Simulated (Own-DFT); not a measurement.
# Same atoms, different arrangement: Ga48P48, 96 atoms

These are calculations, not measurements. The program, named Own-DFT, is a retired in-house plane-wave density functional code that no person has reviewed. Each row is one single-point run on a periodic cell that was not relaxed, without spin or spin-orbit coupling.

Settings of every run: PBE; PseudoDojo norm-conserving scalar-relativistic files; cutoff 42 hartree; 2 x 3 x 3 k mesh centred on Gamma; Fermi-Dirac smearing of 0.1 eV.

Known limits, some of them of some rows only: not probed for a lower state with spin; forces on such cells failed a check on a denser k mesh; forces on such cells passed a denser k mesh, each cell not checked; stress not checked against mesh or cutoff.

All cells hold the same atoms in the same cell, with vectors in Å (16.352, 0.000, 0.000); (0.000, 10.901, 0.000); (0.000, 0.000, 10.901). Every atom was moved at random from its ideal site; u is the rms move along one axis. The defect's site can differ from row to row. E is the free energy of the cell above the lowest run. The arrangements:

- A: zincblende GaP
- B: zincblende GaP, with one Ga on a P site and one P on a Ga site, 2.4 Å apart

| arrangement | u (Å) | E (eV) | P (GPa) |
|---|---|---|---|
| A | 0.0194 | 0.000 | 2.69 |
| A | 0.0196 | 0.090 | 2.71 |
| A | 0.0201 | 0.094 | 2.71 |
| A | 0.0443 | 2.611 | 3.10 |
| A | 0.0504 | 3.427 | 3.19 |
| A | 0.0552 | 4.363 | 3.37 |
| B | 0.0279 | 3.949 | 2.94 |
| B | 0.0293 | 3.837 | 2.93 |
| B | 0.0315 | 4.085 | 2.98 |
| B | 0.0469 | 6.246 | 3.29 |
| B | 0.0497 | 6.784 | 3.32 |
| B | 0.0502 | 6.735 | 3.36 |

Question: once the cost of the random moves is taken out, how do the arrangements rank?

## Worked answer

Fit E = a + b u², with one b for all and one a for each arrangement, and with residuals divided by u², since the noise grows with the moves. Then b = 1634 eV/Å², the scatter at u = 0.04 Å is 0.16 eV, and against A:

- B: 3.13 ± 0.06 eV (higher)

These are energies of unrelaxed cells. Relaxing the atoms lowers the strained arrangements most, so the gaps would shrink and small ones could change sign.
